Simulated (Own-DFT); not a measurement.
# Strain and stress in wurtzite AlN, 128 atoms (Al64N64)

All numbers below are calculated, not measured. The program, named Own-DFT, is a retired in-house plane-wave density functional code that no person has reviewed. Each row is one single-point run on a periodic cell that was not relaxed, without spin or spin-orbit coupling.

Settings of every run: PBE; PseudoDojo norm-conserving scalar-relativistic files; cutoff 42 hartree; 2 x 2 x 2 k mesh centred on Gamma; Fermi-Dirac smearing of 0.1 eV.

Known limits: forces on such cells passed a denser k mesh, each cell not checked; stress not checked against mesh or cutoff.

Unstrained cell vectors in Å: (12.448, 0.000, 0.000); (-6.224, 10.780, 0.000); (0.000, 0.000, 9.964). The unstrained cell has measured lattice constants (interpolated for alloys), not those of this functional. That, the random moves and any unrelaxed bonds set the pressure at no strain. Each run strains this cell uniformly, with the atoms carried along. Every atom was also moved at random, by a Gaussian of width 0.05 Å on each axis. Strain is the symmetric tensor, in per cent. Stress is positive in tension, and the pressure is minus a third of its trace.

```
run,e_xx (%),e_yy (%),e_zz (%),e_yz (%),e_xz (%),e_xy (%),s_xx (GPa),s_yy (GPa),s_zz (GPa),s_yz (GPa),s_xz (GPa),s_xy (GPa),P (GPa),E (meV/atom)
1,1.23,0.93,-1.38,0.88,1.37,1.18,-1.01,-1.04,-10.21,1.89,3.92,3.79,4.09,11.8
2,-0.65,-0.12,0.44,0.46,1.41,-1.93,-10.96,-7.69,-3.22,1.81,3.56,-8.62,7.29,33.2
3,-0.05,-0.94,0.99,1.37,-1.23,-1.17,-6.69,-10.70,-1.21,3.51,-3.64,-5.20,6.20,19.6
4,-1.82,-0.49,0.21,1.46,1.58,-0.21,-13.69,-10.92,-6.43,3.60,3.34,-1.21,10.35,14.2
5,0.06,-1.67,1.34,-0.49,0.48,0.25,-6.79,-11.50,-1.74,-1.13,1.55,0.11,6.68,13.4
6,1.85,0.69,-0.32,0.46,-0.94,-1.63,2.35,-0.01,-6.19,0.81,-3.17,-5.13,1.29,5.0
7,0.32,1.51,1.29,0.83,-1.09,-1.25,-3.41,1.41,1.75,2.24,-1.76,-5.41,0.09,14.5
8,-1.50,-0.44,-0.64,1.95,1.12,-0.77,-13.32,-11.70,-11.36,5.29,2.98,-2.98,12.13,39.5
9,-1.95,-1.99,-0.29,0.25,0.85,0.38,-19.20,-19.49,-9.10,0.09,2.75,2.59,15.93,39.6
10,0.52,1.29,0.89,-1.99,0.15,-1.68,-2.77,0.87,0.43,-4.92,0.26,-6.33,0.49,13.0
11,0.83,0.27,-0.35,-1.25,1.64,0.50,-2.66,-3.21,-6.09,-3.78,3.95,2.56,3.99,2.1
12,0.39,1.60,-0.22,-0.87,0.87,-0.52,-5.19,2.14,-4.12,-2.23,2.93,-2.44,2.39,8.3
13,0.14,1.84,0.66,0.57,-1.22,-0.29,-2.13,1.67,-0.48,1.04,-3.24,-0.81,0.31,0.0
14,0.21,0.40,-1.80,-1.41,-0.44,0.20,-6.39,-3.17,-14.45,-3.35,-0.81,0.25,8.00,8.5
15,1.68,1.14,-0.78,-1.72,1.52,-1.48,?,?,?,?,?,?,?,?
```

E is the free energy for each atom above the lowest run shown.

## Worked fit

Each stress component was fitted by least squares to a constant and the strains of the runs shown, as fractions, with shears doubled. Shear strains stay in the fit of a normal stress only where such slopes are resolved. The slopes, in GPa:

```
stress,at no strain,per e_xx,per e_yy,per e_zz,scatter
s_xx,-6.7,447 ± 38,104 ± 35,70 ± 36,1.22
s_yy,-6.1,198 ± 27,428 ± 25,32 ± 26,0.88
s_zz,-5.6,52 ± 26,103 ± 24,483 ± 25,0.84
```

Each shear stress against twice its own strain: yz 126 ± 5, xz 125 ± 10, xy 191 ± 17 GPa. These are stiffnesses along x, y and z of the frame in which the cell vectors are given, which need not be the crystal's axes. The atoms are held to the strained lattice; where symmetry lets them move under strain, relaxing them would lower some slopes. The table should be nearly symmetric about its diagonal, and what it lacks of that shows the noise. A ninth of its sum, 213 ± 6 GPa, estimates the bulk modulus near the mean pressure of these runs, 5.7 GPa, so it lies above the value at zero pressure.

## Withheld run

Question: what normal stresses and pressure should run 15 give?

The fit gives s_xx = 1.5, s_yy = 1.9, s_zz = -7.4 and P = 1.3 GPa. The calculation gave 2.19, 0.54, -7.77 and P = 1.68 GPa.
